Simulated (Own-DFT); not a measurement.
# Response to strain: wurtzite AlGaN with randomly placed atoms, 72 atoms (Al9Ga27N36)

All numbers below are calculated, not measured. They come from Own-DFT, an in-house plane-wave density functional program, since retired, whose code no person has reviewed. Each row is one single-point run on a periodic cell that was not relaxed, without spin or spin-orbit coupling.

Settings of every run: PBE; PseudoDojo norm-conserving scalar-relativistic files (stringent for Ga); cutoff 96 hartree; 4 x 4 x 3 k mesh centred on Gamma; Gaussian smearing of 0.01 eV.

Known limits: forces on such cells passed a denser k mesh, each cell not checked; stress not checked against mesh or cutoff.

Unstrained cell vectors in Å: (9.509, 0.000, 0.000); (-4.755, 8.235, 0.000); (0.000, 0.000, 10.269). The unstrained cell has measured lattice constants (interpolated for alloys), not those of this functional. That, the random moves and any unrelaxed bonds set the pressure at no strain. Each run strains this cell uniformly, with the atoms carried along. Every atom was also moved at random, by a Gaussian of width 0.05 Å on each axis. The random placing of the alloy's atoms differs from row to row. Strain is the symmetric tensor, in per cent. Stress is positive in tension, and the pressure is minus a third of its trace.

```
run  e_xx (%)  e_yy (%)  e_zz (%)  s_xx (GPa)  s_yy (GPa)  s_zz (GPa)  P (GPa)  E (meV/atom)
  1      0.00      0.00      1.75       -4.57       -5.34       -0.61     3.50           1.1
  2      0.00      0.00     -0.50       -9.21       -4.78      -10.86     8.29          18.7
  3      0.00      0.00     -1.25       -6.24       -7.00      -14.97     9.41          11.1
  4      0.00      0.00     -1.50       -7.15       -8.80      -14.65    10.20          20.3
  5      0.00      0.00     -1.00       -7.49       -6.70      -13.42     9.20          19.5
  6      0.00      0.00     -2.00       -8.34       -6.37      -18.91    11.21          15.8
  7      0.00      0.00      0.50       -6.12       -5.31       -6.45     5.96           0.0
  8      0.00      0.00      3.00       -4.60       -4.33        4.44     1.49           0.9
  9      0.00      0.00      0.25           ?           ?           ?        ?             ?
```

E is the free energy for each atom above the lowest run shown.

## Worked fit

The change of volume is close to e_xx + e_yy + e_zz. A straight line through the runs shown gives P = 7.16 - 197 x (fractional change of volume) GPa, with an error of 4 on the slope and a scatter of 0.20 GPa. The strain isn't the same on all axes and the cell isn't cubic, so the slope belongs to this path and is not the bulk modulus.

## Withheld run

Question: what pressure should run 9 give? Its volume changes by 0.25 %.

The line gives 6.7 GPa. The calculation gave 6.64 GPa.
